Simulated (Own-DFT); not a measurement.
# Computed records: GaP (zincblende, atoms displaced)

A calculation, not a measurement: plane-wave PBE density functional theory by an unreviewed code, no spin, of a simulated periodic cell, stress positive in tension, free energy of the whole cell less one offset for each atom, forces on such cells passed a denser k mesh, this cell's mesh not checked; offsets are fitted by least squares, one for each functional and potential file, so energies compare only between cells with the same atoms and settings and are not formation energies; the far tail of each file's local potential was reset to the Coulomb form; each entry is a single point on an unrelaxed cell, so the pressure reflects the starting lattice, mostly measured values (interpolated for alloys), from which strain is counted, and rises with the displacements; printed positions are rounded, which can move forces by about a meV/angstrom; the program, named Own-DFT, is a retired in-house code; no spin-orbit coupling. Program: Own-DFT development build.

Common to all runs: functional PBE; potential files PseudoDojo norm-conserving, scalar-relativistic, standard set; wave cutoff 42 hartree; occupations Fermi-Dirac; smearing width 0.1 eV; k mesh 2 x 3 x 3 centred on Gamma.

(1) 
```cif
# cell vector a (Å): 16.3515 0.0000 0.0000
# cell vector b (Å): 0.0000 10.9010 0.0000
# cell vector c (Å): 0.0000 0.0000 10.9010
data_GaP
_symmetry_space_group_name_H-M 'P 1'
_symmetry_Int_Tables_number 1
_cell_length_a 16.3515
_cell_length_b 10.9010
_cell_length_c 10.9010
_cell_angle_alpha 90.000
_cell_angle_beta 90.000
_cell_angle_gamma 90.000
_cell_volume 1943.08
loop_
_atom_site_label
_atom_site_type_symbol
_atom_site_fract_x
_atom_site_fract_y
_atom_site_fract_z
_atom_site_occupancy
Ga1 Ga 0.00432 0.99045 0.01089 1
Ga2 Ga 0.98873 0.23006 0.25456 1
Ga3 Ga 0.16789 0.00746 0.24523 1
Ga4 Ga 0.16444 0.25333 0.00040 1
P1 P 0.08792 0.11065 0.12910 1
P2 P 0.08915 0.37962 0.39110 1
P3 P 0.24676 0.11317 0.36723 1
P4 P 0.24481 0.37537 0.13287 1
Ga5 Ga 0.00488 0.00627 0.50375 1
Ga6 Ga 0.99805 0.24173 0.75903 1
Ga7 Ga 0.16141 0.99476 0.75196 1
Ga8 Ga 0.16647 0.24964 0.48106 1
P5 P 0.08504 0.12503 0.63259 1
P6 P 0.08697 0.37341 0.87012 1
P7 P 0.24703 0.12691 0.87559 1
P8 P 0.25148 0.35851 0.63260 1
Ga9 Ga 0.99978 0.51143 0.99751 1
Ga10 Ga 0.99129 0.73832 0.25505 1
Ga11 Ga 0.17271 0.49205 0.24856 1
Ga12 Ga 0.16872 0.75103 0.98900 1
P9 P 0.07895 0.61757 0.12360 1
P10 P 0.07187 0.88185 0.37943 1
P11 P 0.25137 0.61394 0.38600 1
P12 P 0.25302 0.87186 0.12186 1
Ga13 Ga 0.99173 0.50707 0.50763 1
Ga14 Ga 0.99847 0.75329 0.74105 1
Ga15 Ga 0.16674 0.49532 0.75801 1
Ga16 Ga 0.16343 0.75316 0.48133 1
P13 P 0.08524 0.63153 0.63074 1
P14 P 0.08847 0.89294 0.86796 1
P15 P 0.24751 0.61454 0.88993 1
P16 P 0.25998 0.87693 0.61350 1
Ga17 Ga 0.33264 0.99864 0.00380 1
Ga18 Ga 0.33526 0.24595 0.25534 1
Ga19 Ga 0.50738 0.98458 0.26695 1
Ga20 Ga 0.49460 0.23713 0.00459 1
P17 P 0.42504 0.12575 0.14719 1
P18 P 0.41744 0.36922 0.38506 1
P19 P 0.58472 0.11482 0.37951 1
P20 P 0.57748 0.37588 0.12948 1
Ga21 Ga 0.32611 0.00608 0.49737 1
Ga22 Ga 0.32524 0.24480 0.77046 1
Ga23 Ga 0.49475 0.98255 0.75552 1
Ga24 Ga 0.49585 0.25305 0.49177 1
P21 P 0.41232 0.12636 0.61698 1
P22 P 0.42227 0.38054 0.88855 1
P23 P 0.57880 0.11199 0.88443 1
P24 P 0.58261 0.38142 0.62813 1
Ga25 Ga 0.32993 0.50676 0.01399 1
Ga26 Ga 0.33630 0.76971 0.25633 1
Ga27 Ga 0.50445 0.50420 0.24728 1
Ga28 Ga 0.50394 0.75179 0.99330 1
P25 P 0.42278 0.62201 0.12158 1
P26 P 0.40673 0.88006 0.36609 1
P27 P 0.59250 0.62299 0.37132 1
P28 P 0.57667 0.88446 0.12844 1
Ga29 Ga 0.33289 0.50171 0.50431 1
Ga30 Ga 0.33446 0.74792 0.76324 1
Ga31 Ga 0.50701 0.49755 0.74914 1
Ga32 Ga 0.50520 0.73853 0.51137 1
P29 P 0.41891 0.62409 0.61784 1
P30 P 0.42038 0.87593 0.87821 1
P31 P 0.57726 0.63413 0.87116 1
P32 P 0.59082 0.87969 0.62411 1
Ga33 Ga 0.66040 0.99558 0.99955 1
Ga34 Ga 0.66266 0.24684 0.24037 1
Ga35 Ga 0.81952 0.02108 0.26540 1
Ga36 Ga 0.82432 0.24301 0.99802 1
P33 P 0.74745 0.13981 0.12018 1
P34 P 0.73494 0.38025 0.36405 1
P35 P 0.92733 0.12892 0.36752 1
P36 P 0.92463 0.38195 0.12453 1
Ga37 Ga 0.67029 0.00457 0.51242 1
Ga38 Ga 0.66624 0.25478 0.74991 1
Ga39 Ga 0.83037 0.00161 0.74115 1
Ga40 Ga 0.83481 0.25931 0.50357 1
P37 P 0.76154 0.12969 0.62730 1
P38 P 0.74383 0.38090 0.87140 1
P39 P 0.91387 0.12305 0.88427 1
P40 P 0.91762 0.37353 0.63629 1
Ga41 Ga 0.66633 0.48983 0.98556 1
Ga42 Ga 0.66623 0.74680 0.24781 1
Ga43 Ga 0.83475 0.51562 0.25329 1
Ga44 Ga 0.82240 0.74421 0.99268 1
P41 P 0.75339 0.64125 0.13344 1
P42 P 0.75492 0.89017 0.37433 1
P43 P 0.91837 0.62607 0.37413 1
P44 P 0.92137 0.87542 0.12637 1
Ga45 Ga 0.67209 0.49652 0.50133 1
Ga46 Ga 0.66930 0.75072 0.73922 1
Ga47 Ga 0.83917 0.51788 0.74156 1
Ga48 Ga 0.83801 0.74194 0.48156 1
P45 P 0.75249 0.61800 0.61783 1
P46 P 0.74497 0.87731 0.87123 1
P47 P 0.90661 0.61911 0.88998 1
P48 P 0.91226 0.87176 0.62006 1
_calc_free_energy_of_cell_above_offsets '-39.593'  # eV
_calc_pressure 4.92  # GPa
_calc_stress_xx -4.75  # GPa
_calc_stress_yy -4.84  # GPa
_calc_stress_zz -5.17  # GPa
_calc_stress_yz 0.93  # GPa
_calc_stress_xz 0.84  # GPa
_calc_stress_xy -0.03  # GPa
```

Force:
```
element  x (eV/Å)  y (eV/Å)  z (eV/Å)
     Ga    -0.196     0.617    -0.835
     Ga     4.987     5.201    -4.758
     Ga     0.029    -2.811     0.407
     Ga    -0.039    -0.538     0.541
      P     -1.47     2.714    -1.179
      P    -2.409     1.052    -2.027
      P     0.515     1.807     0.612
      P     1.951    -1.592    -1.239
     Ga    -1.038     0.157     1.078
     Ga     0.315     0.217    -0.015
     Ga     3.209     1.623    -2.605
     Ga     1.039    -1.247     2.324
      P     -0.03     0.654    -0.913
      P    -1.692    -0.001     1.033
      P    -0.835    -1.751     1.516
      P    -0.362     1.382    -0.756
     Ga     0.354    -1.783     -0.44
     Ga      1.94     1.891    -1.748
     Ga    -1.849     1.427     1.496
     Ga     -1.14     0.553     1.151
      P     1.563     1.477     0.912
      P     1.621    -1.195    -1.787
      P    -0.422     1.546    -2.024
      P     -1.12    -0.044     0.117
     Ga     1.691     -0.72     0.583
     Ga    -0.108     0.231     1.335
     Ga     0.658     0.198    -1.532
     Ga     0.308     0.152     1.347
      P     0.136    -0.566    -0.544
      P    -2.484    -3.551     2.116
      P     0.466     0.682    -1.809
      P    -2.251    -1.489     1.912
     Ga     0.675     1.032     0.215
     Ga    -0.391     0.416    -0.008
     Ga     -1.42     1.101     0.142
     Ga     0.506     0.877     0.167
      P    -0.884     -1.12    -0.971
      P    -1.115     2.167     -1.95
      P     0.557     1.258     0.322
      P     0.863    -0.603    -1.468
     Ga     1.561     0.353    -0.291
     Ga     2.676     1.344     -1.44
     Ga     1.168     2.203    -2.029
     Ga     1.568    -1.419     1.728
      P     0.445    -0.163     1.394
      P    -1.185    -0.422    -0.757
      P    -0.194     1.295    -1.736
      P     0.584    -1.409    -1.309
     Ga      0.91    -1.288     0.156
     Ga    -1.692    -3.946    -2.143
     Ga    -0.725    -0.241     0.991
     Ga     -0.74      0.33     1.472
      P    -0.642     1.466     0.819
      P     2.989     1.293     3.584
      P    -1.181     0.074     1.081
      P     1.469     -2.08    -0.709
     Ga     0.232     -1.58     0.934
     Ga    -0.178    -0.277    -1.008
     Ga    -1.764     0.603     0.578
     Ga     0.496     1.369     -1.72
      P    -0.507    -0.478     2.079
      P    -1.836    -0.949     1.089
      P     2.222    -0.905    -0.664
      P    -1.535    -0.681     0.242
     Ga     1.019     0.097     0.673
     Ga    -1.115     0.229     0.754
     Ga       2.4       0.7    -2.077
     Ga     1.859      2.39    -0.833
      P    -0.944    -2.482     0.762
      P     2.794    -0.722     0.187
      P    -5.127    -3.615     5.344
      P    -1.524    -0.965     0.375
     Ga     0.768     0.569    -0.778
     Ga    -0.493    -0.999      0.07
     Ga     1.224    -1.009     1.672
     Ga     0.097     0.358    -1.448
      P    -2.209     0.905    -0.475
      P     2.389    -0.941    -1.145
      P     0.203    -0.827    -0.232
      P    -0.052     0.349    -0.447
     Ga    -1.759     1.955     2.336
     Ga    -0.219     2.032      0.18
     Ga    -0.491    -1.913    -0.812
     Ga     1.026     2.013     0.536
      P     -0.79     -1.96    -0.916
      P    -1.804    -2.394      1.21
      P    -0.089    -1.736     0.729
      P    -2.154    -0.577      0.36
     Ga    -1.267      0.04     0.269
     Ga    -0.076    -0.556     0.664
     Ga    -0.426    -1.649     0.719
     Ga    -1.456     1.751     1.638
      P     0.135     1.583    -0.326
      P     0.367     0.002    -0.115
      P     1.291     1.116    -1.597
      P     0.156     0.345    -0.337
```

(2) 
```cif
# cell vector a (Å): 16.3515 0.0000 0.0000
# cell vector b (Å): 0.0000 10.9010 0.0000
# cell vector c (Å): 0.0000 0.0000 10.9010
data_GaP
_symmetry_space_group_name_H-M 'P 1'
_symmetry_Int_Tables_number 1
_cell_length_a 16.3515
_cell_length_b 10.9010
_cell_length_c 10.9010
_cell_angle_alpha 90.000
_cell_angle_beta 90.000
_cell_angle_gamma 90.000
_cell_volume 1943.08
loop_
_atom_site_label
_atom_site_type_symbol
_atom_site_fract_x
_atom_site_fract_y
_atom_site_fract_z
_atom_site_occupancy
Ga1 Ga 0.99954 0.00135 0.98572 1
Ga2 Ga 0.00212 0.25467 0.24066 1
Ga3 Ga 0.16029 0.00046 0.24981 1
Ga4 Ga 0.16960 0.26390 0.99430 1
P1 P 0.08466 0.12297 0.12500 1
P2 P 0.07785 0.38417 0.36230 1
P3 P 0.25049 0.11930 0.36989 1
P4 P 0.24035 0.36287 0.12556 1
Ga5 Ga 0.00379 0.98564 0.48531 1
Ga6 Ga 0.99664 0.25010 0.73513 1
Ga7 Ga 0.15895 0.00681 0.74244 1
Ga8 Ga 0.16620 0.24713 0.50142 1
P5 P 0.07744 0.11877 0.62943 1
P6 P 0.07858 0.38074 0.87902 1
P7 P 0.24968 0.11323 0.89824 1
P8 P 0.24894 0.36386 0.63228 1
Ga9 Ga 0.99683 0.50592 0.01795 1
Ga10 Ga 0.99168 0.74777 0.23062 1
Ga11 Ga 0.16757 0.49585 0.25389 1
Ga12 Ga 0.17027 0.74712 0.00130 1
P9 P 0.08764 0.62533 0.13850 1
P10 P 0.08794 0.86140 0.39177 1
P11 P 0.25253 0.62083 0.39540 1
P12 P 0.25307 0.87460 0.13575 1
Ga13 Ga 0.00563 0.48858 0.49094 1
Ga14 Ga 0.01039 0.74278 0.75704 1
Ga15 Ga 0.16350 0.48590 0.74669 1
Ga16 Ga 0.17286 0.74841 0.49909 1
P13 P 0.07734 0.62159 0.61550 1
P14 P 0.07813 0.86953 0.87435 1
P15 P 0.25136 0.65133 0.88074 1
P16 P 0.26005 0.87092 0.64208 1
Ga17 Ga 0.34852 0.00149 0.99731 1
Ga18 Ga 0.34106 0.25270 0.24595 1
Ga19 Ga 0.49794 0.00303 0.24301 1
Ga20 Ga 0.49626 0.25290 0.99828 1
P17 P 0.42299 0.12338 0.11905 1
P18 P 0.42659 0.36020 0.38164 1
P19 P 0.57828 0.12439 0.36268 1
P20 P 0.58661 0.36437 0.11693 1
Ga21 Ga 0.32469 0.98391 0.49266 1
Ga22 Ga 0.33444 0.25256 0.75737 1
Ga23 Ga 0.50151 0.00356 0.75182 1
Ga24 Ga 0.50018 0.23996 0.48406 1
P21 P 0.42785 0.11759 0.62520 1
P22 P 0.41952 0.37197 0.88842 1
P23 P 0.58724 0.10976 0.86217 1
P24 P 0.58233 0.37367 0.62082 1
Ga25 Ga 0.33235 0.52090 0.99817 1
Ga26 Ga 0.33062 0.76066 0.26229 1
Ga27 Ga 0.49405 0.49551 0.25789 1
Ga28 Ga 0.51025 0.75350 0.00129 1
P25 P 0.41707 0.62882 0.12114 1
P26 P 0.42116 0.88923 0.38114 1
P27 P 0.58037 0.62705 0.36602 1
P28 P 0.58742 0.88418 0.11002 1
Ga29 Ga 0.33945 0.50714 0.49750 1
Ga30 Ga 0.33215 0.75086 0.75022 1
Ga31 Ga 0.49768 0.49399 0.73992 1
Ga32 Ga 0.51137 0.74096 0.50863 1
P29 P 0.41629 0.61171 0.62366 1
P30 P 0.40838 0.87764 0.87972 1
P31 P 0.58459 0.62897 0.87496 1
P32 P 0.58141 0.87247 0.61862 1
Ga33 Ga 0.66022 0.98883 0.00161 1
Ga34 Ga 0.66189 0.26456 0.26054 1
Ga35 Ga 0.83660 0.00964 0.25397 1
Ga36 Ga 0.83199 0.25738 0.00908 1
P33 P 0.73742 0.12368 0.12052 1
P34 P 0.75040 0.36088 0.36340 1
P35 P 0.91914 0.12638 0.37168 1
P36 P 0.91406 0.37141 0.12463 1
Ga37 Ga 0.66089 0.00600 0.48847 1
Ga38 Ga 0.66119 0.23414 0.75821 1
Ga39 Ga 0.82243 0.99434 0.75181 1
Ga40 Ga 0.83422 0.24519 0.49195 1
P37 P 0.75284 0.12054 0.62627 1
P38 P 0.74412 0.35954 0.88154 1
P39 P 0.90946 0.12425 0.87079 1
P40 P 0.91655 0.38233 0.63727 1
Ga41 Ga 0.65898 0.50471 0.00140 1
Ga42 Ga 0.66840 0.74657 0.24086 1
Ga43 Ga 0.82966 0.50701 0.24767 1
Ga44 Ga 0.83635 0.74700 0.00074 1
P41 P 0.73747 0.62528 0.11848 1
P42 P 0.73900 0.88599 0.38967 1
P43 P 0.92499 0.61754 0.38241 1
P44 P 0.91729 0.87354 0.13226 1
Ga45 Ga 0.66349 0.49258 0.49285 1
Ga46 Ga 0.66621 0.76064 0.74201 1
Ga47 Ga 0.82756 0.51369 0.74647 1
Ga48 Ga 0.83713 0.75158 0.50785 1
P45 P 0.74944 0.62134 0.63177 1
P46 P 0.74953 0.87908 0.87984 1
P47 P 0.92025 0.61809 0.88486 1
P48 P 0.92694 0.88352 0.63221 1
_calc_free_energy_of_cell_above_offsets '-39.948'  # eV
_calc_pressure 4.68  # GPa
_calc_stress_xx -4.73  # GPa
_calc_stress_yy -4.71  # GPa
_calc_stress_zz -4.6  # GPa
_calc_stress_yz 0.08  # GPa
_calc_stress_xz -0.96  # GPa
_calc_stress_xy 1.26  # GPa
```

Force:
```
element  x (eV/Å)  y (eV/Å)  z (eV/Å)
     Ga    -0.566     0.436     1.051
     Ga    -0.303    -0.894     0.195
     Ga     0.544    -0.883     0.564
     Ga    -1.544    -2.072    -0.981
      P    -0.577     0.453    -1.139
      P     1.489    -2.276     0.627
      P    -0.108     0.757     0.233
      P     2.798     2.454     1.433
     Ga    -0.901      1.42     1.225
     Ga    -0.014     -0.31     2.167
     Ga     1.772    -1.249     1.971
     Ga    -0.367    -0.295    -0.493
      P     -0.03     0.848    -2.232
      P    -0.373    -0.515    -0.063
      P     -0.42     0.919    -2.048
      P     0.698     0.907    -0.939
     Ga     0.884    -0.589    -0.369
     Ga     1.711    -1.295     2.876
     Ga     1.031     0.567     0.185
     Ga    -1.472      1.75     1.709
      P     0.007     0.245     -1.27
      P     -0.31     0.424    -3.201
      P    -0.173     -0.01    -2.781
      P    -0.651      0.78    -1.057
     Ga    -1.408     0.428     1.978
     Ga    -1.845    -0.628     -0.99
     Ga    -0.088     1.641      0.18
     Ga     0.028    -0.109     2.495
      P     1.659    -0.221     0.631
      P     2.124     0.646     0.691
      P     0.003    -3.434    -1.597
      P    -2.979     1.578    -2.297
     Ga    -2.621     0.466     1.848
     Ga    -0.891    -0.544     0.018
     Ga     0.513    -0.825    -0.165
     Ga     1.957    -1.386     0.077
      P     -0.57     0.806     0.528
      P    -3.078     2.517    -1.362
      P     1.055      0.05     0.065
      P    -1.195     1.299     0.826
     Ga      0.68     1.493     1.051
     Ga     0.479    -1.557     0.384
     Ga    -0.821    -1.969    -0.248
     Ga     1.329    -1.115     3.162
      P    -2.426     1.016    -0.816
      P    -1.472     1.875    -1.789
      P    -1.128     0.303     2.737
      P     0.207    -1.154    -0.042
     Ga    -0.439    -1.481     0.094
     Ga     1.003    -0.958     0.181
     Ga     0.596     0.064    -1.641
     Ga    -1.796    -0.207     -0.55
      P     0.425     0.559     1.601
      P     0.535    -2.053    -0.316
      P     0.707    -0.536     0.153
      P    -2.518    -2.504     4.121
     Ga    -0.328    -2.793     0.284
     Ga     2.188    -1.156     0.634
     Ga      0.64    -0.317     1.669
     Ga    -1.901    -0.161    -0.896
      P     0.461     2.333     0.809
      P     3.191    -1.831    -1.756
      P     -0.44    -0.209    -1.493
      P     0.488     1.377      0.91
     Ga     2.764     2.957    -2.487
     Ga     -0.96    -2.465    -2.088
     Ga    -1.874    -0.678    -0.571
     Ga    -0.751    -1.768    -0.838
      P      1.44       0.4     1.009
      P     1.391     2.435     1.909
      P     1.148     0.168     0.229
      P     0.065     1.078     0.835
     Ga    -0.932     1.316     2.041
     Ga     1.498     1.768     -1.85
     Ga     1.946     0.224    -0.378
     Ga     0.219      0.31     1.402
      P    -1.311     0.672    -1.069
      P     0.094     2.022    -0.674
      P     0.287     0.522     0.174
      P    -0.733     0.152    -2.261
     Ga     0.293    -1.449    -0.967
     Ga    -0.766     1.854     1.367
     Ga     0.276    -0.127     0.219
     Ga    -0.505     0.198     0.093
      P     2.659    -0.252     0.018
      P     2.893    -2.559    -2.523
      P    -1.913     1.143    -1.326
      P    -1.399     1.797    -1.739
     Ga     0.653     0.342     0.016
     Ga       0.4    -0.642     0.915
     Ga     1.058    -2.203     2.326
     Ga     0.069     0.306     0.077
      P    -1.291      1.35    -2.128
      P    -0.228    -1.453     0.131
      P     -0.59     0.731    -0.973
      P    -1.355    -1.022      0.28
```
